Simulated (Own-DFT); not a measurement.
# Strain and stress in wurtzite GaN, 72 atoms (Ga36N36)

All numbers below are calculated, not measured. The program, named Own-DFT, is a retired in-house plane-wave density functional code that no person has reviewed. Each row is one single-point run on a periodic cell that was not relaxed, without spin or spin-orbit coupling.

Settings of every run: PBE; PseudoDojo norm-conserving scalar-relativistic files (stringent for Ga); cutoff 96 hartree; 4 x 4 x 3 k mesh centred on Gamma; Gaussian smearing of 0.01 eV.

Known limits: forces not confirmed at this smearing and k mesh; stress not checked against mesh or cutoff.

Unstrained cell vectors in Å: (9.567, 0.000, 0.000); (-4.784, 8.285, 0.000); (0.000, 0.000, 10.370). The unstrained cell has measured lattice constants (interpolated for alloys), not those of this functional. That, the random moves and any unrelaxed bonds set the pressure at no strain. Each run strains this cell uniformly, with the atoms carried along. Every atom was also moved at random, by a Gaussian of width 0.05 Å on each axis. Strain is the symmetric tensor, in per cent. Stress is positive in tension, and the pressure is minus a third of its trace.

| run | e_xx (%) | e_yy (%) | e_zz (%) | s_xx (GPa) | s_yy (GPa) | s_zz (GPa) | P (GPa) | E (meV/atom) |
|---|---|---|---|---|---|---|---|---|
| 1 | 0.00 | 0.00 | 3.00 | -3.93 | -4.56 | 4.34 | 1.38 | 3.2 |
| 2 | 0.00 | 0.00 | -1.00 | -6.75 | -8.41 | -12.58 | 9.25 | 18.2 |
| 3 | 0.00 | 0.00 | 2.00 | -5.63 | -5.87 | 1.68 | 3.28 | 4.5 |
| 4 | 0.00 | 0.00 | 1.25 | -5.19 | -7.43 | -2.72 | 5.11 | 17.8 |
| 5 | 0.00 | 0.00 | 0.50 | -5.30 | -6.95 | -5.29 | 5.85 | 0.0 |
| 6 | 0.00 | 0.00 | -1.75 | -7.54 | -8.58 | -16.15 | 10.76 | 18.5 |
| 7 | 0.00 | 0.00 | 2.50 | -6.16 | -4.41 | 2.70 | 2.62 | 8.9 |
| 8 | 0.00 | 0.00 | -1.50 | -7.57 | -8.58 | -13.76 | 9.97 | 12.9 |
| 9 | 0.00 | 0.00 | 1.00 | ? | ? | ? | ? | ? |

E is the free energy for each atom above the lowest run shown.

## Worked fit

The change of volume is close to e_xx + e_yy + e_zz. A straight line through the runs shown gives P = 7.23 - 192 x (fractional change of volume) GPa, with an error of 5 on the slope and a scatter of 0.25 GPa. The strain isn't the same on all axes and the cell isn't cubic, so the slope belongs to this path and is not the bulk modulus.

## Withheld run

Question: what pressure should run 9 give? Its volume changes by 1.00 %.

The line gives 5.3 GPa. The calculation gave 5.39 GPa.
